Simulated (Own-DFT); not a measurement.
# Response to strain: 4H SiC, 32 atoms (C16Si16)

Calculated results; nothing here was measured. The program, named Own-DFT, is a retired in-house plane-wave density functional code that no person has reviewed. Each row is one single-point run on a periodic cell that was not relaxed, without spin or spin-orbit coupling.

Settings of every run: PBE; PseudoDojo norm-conserving scalar-relativistic files; cutoff 42 hartree; 5 x 5 x 3 k mesh centred on Gamma; Fermi-Dirac smearing of 0.1 eV.

Known limits: forces on such cells passed a denser k mesh, each cell not checked; stress not checked against mesh or cutoff.

Unstrained cell vectors in Å: (6.165, 0.000, 0.000); (-3.083, 5.339, 0.000); (0.000, 0.000, 10.068). The unstrained cell has measured lattice constants (interpolated for alloys), not those of this functional. That, the random moves and any unrelaxed bonds set the pressure at no strain. Each run strains this cell uniformly, with the atoms carried along. Every atom was also moved at random, by a Gaussian of width 0.05 Å on each axis. Strain is the symmetric tensor, in per cent. Stress is positive in tension, and the pressure is minus a third of its trace.

| run | e_xx (%) | e_yy (%) | e_zz (%) | e_yz (%) | e_xz (%) | e_xy (%) | s_xx (GPa) | s_yy (GPa) | s_zz (GPa) | s_yz (GPa) | s_xz (GPa) | s_xy (GPa) | P (GPa) | E (meV/atom) |
|---|---|---|---|---|---|---|---|---|---|---|---|---|---|---|
| 1 | -1.59 | -1.01 | -0.42 | -1.75 | -0.39 | 0.42 | -16.50 | -11.22 | -11.69 | -5.48 | -2.13 | 4.56 | 13.14 | 58.1 |
| 2 | -0.71 | 1.86 | 0.46 | -0.49 | -1.92 | 0.25 | -9.93 | 5.18 | -1.75 | -2.26 | -6.85 | 0.09 | 2.17 | 19.4 |
| 3 | -1.32 | -0.59 | -0.92 | -0.79 | -0.35 | 1.81 | -9.87 | -11.19 | -15.96 | -2.18 | -2.03 | 6.98 | 12.34 | 40.1 |
| 4 | -1.12 | 1.16 | 0.97 | 1.78 | -1.99 | 1.27 | -7.96 | 0.31 | -2.38 | 6.54 | -6.35 | 4.53 | 3.34 | 34.6 |
| 5 | 1.01 | -1.29 | -1.33 | 1.16 | -0.34 | -0.91 | -2.82 | -11.45 | -11.99 | 5.78 | -0.79 | -5.24 | 8.75 | 4.9 |
| 6 | -0.97 | -1.69 | -1.76 | 0.28 | -1.18 | -1.52 | -12.97 | -17.41 | -17.40 | 0.81 | -3.18 | -5.86 | 15.92 | 35.3 |
| 7 | -0.40 | -0.70 | -1.87 | 1.00 | 0.24 | 0.39 | -8.25 | -9.45 | -19.92 | 3.59 | 0.09 | 1.77 | 12.54 | 38.5 |
| 8 | 0.10 | -1.45 | 0.00 | -0.44 | -0.12 | -1.48 | -6.49 | -14.73 | -7.96 | -2.44 | -0.71 | -6.39 | 9.73 | 62.3 |
| 9 | 0.62 | 1.42 | -0.23 | -1.31 | 0.13 | -0.50 | -0.49 | 5.30 | -8.34 | -3.51 | 0.23 | -3.17 | 1.18 | 0.8 |
| 10 | 1.37 | 1.66 | 1.98 | -1.22 | 1.10 | -0.85 | 5.74 | 5.10 | 5.13 | -3.79 | 3.76 | -4.23 | -5.32 | 0.0 |
| 11 | -0.64 | 1.90 | 1.13 | -0.62 | 0.80 | -0.32 | -6.81 | 4.80 | 1.43 | -0.88 | 2.91 | -0.59 | 0.19 | 13.1 |
| 12 | -1.35 | -1.07 | 1.70 | 0.74 | -1.42 | -1.06 | -12.15 | -11.91 | 2.93 | 3.39 | -4.51 | -5.44 | 7.04 | 23.0 |
| 13 | 1.62 | -0.96 | 1.75 | -1.29 | -0.93 | 0.69 | 3.45 | -10.71 | 5.28 | -5.52 | -3.83 | 2.44 | 0.66 | 23.8 |
| 14 | -1.67 | 1.36 | 0.26 | -1.57 | 0.75 | 1.27 | -12.21 | 1.91 | -5.92 | -3.71 | 4.01 | 5.80 | 5.40 | 16.4 |
| 15 | -1.13 | 1.33 | -1.94 | -1.87 | 0.31 | -0.60 | -14.14 | 0.30 | -16.46 | -6.55 | 1.56 | -1.32 | 10.10 | 44.5 |
| 16 | -0.85 | -0.14 | 0.68 | -1.68 | 1.18 | 0.40 | ? | ? | ? | ? | ? | ? | ? | ? |

E is the free energy for each atom above the lowest run shown.

## Worked fit

Each stress component was fitted by least squares to a constant and the strains of the runs shown, as fractions, with shears doubled. Shear strains stay in the fit of a normal stress only where such slopes are resolved. The slopes, in GPa:

| stress | at no strain | per e_xx | per e_yy | per e_zz | scatter |
|---|---|---|---|---|---|
| s_xx | -5.4 | 521 ± 46 | 64 ± 37 | 89 ± 39 | 1.78 |
| s_yy | -5.5 | 77 ± 29 | 595 ± 23 | 5 ± 24 | 1.12 |
| s_zz | -6.6 | 83 ± 45 | 46 ± 36 | 581 ± 38 | 1.75 |

Each shear stress against twice its own strain: yz 191 ± 12, xz 176 ± 13, xy 206 ± 13 GPa. These are stiffnesses along x, y and z of the frame in which the cell vectors are given, which need not be the crystal's axes. The atoms are held to the strained lattice; where symmetry lets them move under strain, relaxing them would lower some slopes. The table should be nearly symmetric about its diagonal, and what it lacks of that shows the noise. A ninth of its sum, 229 ± 5 GPa, estimates the bulk modulus near the mean pressure of these runs, 6.5 GPa, so it lies above the value at zero pressure.

## Withheld run

Question: what normal stresses and pressure should run 16 give?

The fit gives s_xx = -9.3, s_yy = -6.9, s_zz = -3.5 and P = 6.6 GPa. The calculation gave -8.64, -5.46, -2.52 and P = 5.54 GPa.
